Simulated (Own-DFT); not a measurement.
# One host, several defects: B20 RuSi

Calculated, not measured: single-point runs of Own-DFT, a retired in-house plane-wave DFT program that no person has reviewed, on unrelaxed cells, without spin or spin-orbit coupling.

Common settings: PBE; PseudoDojo norm-conserving scalar-relativistic files; cutoff 50 hartree; 5 x 4 x 5 k mesh centred on Gamma; cold (Marzari-Vanderbilt) smearing of 0.2 eV.

Keep in mind (not all hold for every row): not probed for a lower state with spin; forces on such cells failed a check on a denser k mesh; stress not checked against mesh or cutoff.

All runs share one cell, with vectors in Å (4.709, 0.000, 4.709); (0.000, 9.417, 0.000); (-4.709, 0.000, 4.709) and a volume of 417.6 Å³. Atoms were moved at random from their sites; u is the rms move along one axis. The defect's site can differ from row to row.

```
               cell   formula   u (Å)  P (GPa)
          no defect  Ru16Si16  0.0209     4.71
          no defect  Ru16Si16  0.0478     6.41
          no defect  Ru16Si16  0.0625     8.32
one Si on a Ru site  Ru15Si17  0.0292     6.03
one Si on a Ru site  Ru15Si17  0.0331     6.00
one Si on a Ru site  Ru15Si17  0.0491     6.57
one Ru on a Si site  Ru17Si15  0.0306     8.55
one Ru on a Si site  Ru17Si15  0.0430     8.43
one Ru on a Si site  Ru17Si15  0.0545     8.65
     one Ru vacancy  Ru15Si16  0.0284     2.65
     one Ru vacancy  Ru15Si16  0.0294     2.74
     one Ru vacancy  Ru15Si16  0.0422     3.05
     one Si vacancy  Ru16Si15  0.0264     2.00
     one Si vacancy  Ru16Si15  0.0344        ?
     one Si vacancy  Ru16Si15  0.0485     3.48
     one Si vacancy  Ru16Si15  0.0532     2.94
```

## Worked fit

P = P0 + c u² + a shift for each defect gives P0 = 4.99 GPa, c = 674 ± 140 GPa/Å² and a scatter of 0.50 GPa. The shifts, and each times the cell's volume:

- one Ru on a Si site: 2.26 ± 0.41 GPa, 5.9 eV
- one Si on a Ru site: 0.23 ± 0.42 GPa, 0.6 eV (not resolved)
- one Ru vacancy: -2.95 ± 0.43 GPa, -7.7 eV
- one Si vacancy: -3.51 ± 0.41 GPa, -9.1 eV

Against the defect-free cell, a freed cell would be larger where the shift is positive and smaller where it is negative (160.2 GPa Å³ is 1 eV). The atoms around the defects weren't relaxed, which would change these numbers.

## Test on the hidden row

Question: what pressure belongs in the blank (one Si vacancy, u = 0.0344 Å)?

The fit gives 2.28 ± 0.58 GPa. The hidden result is 2.71 GPa.
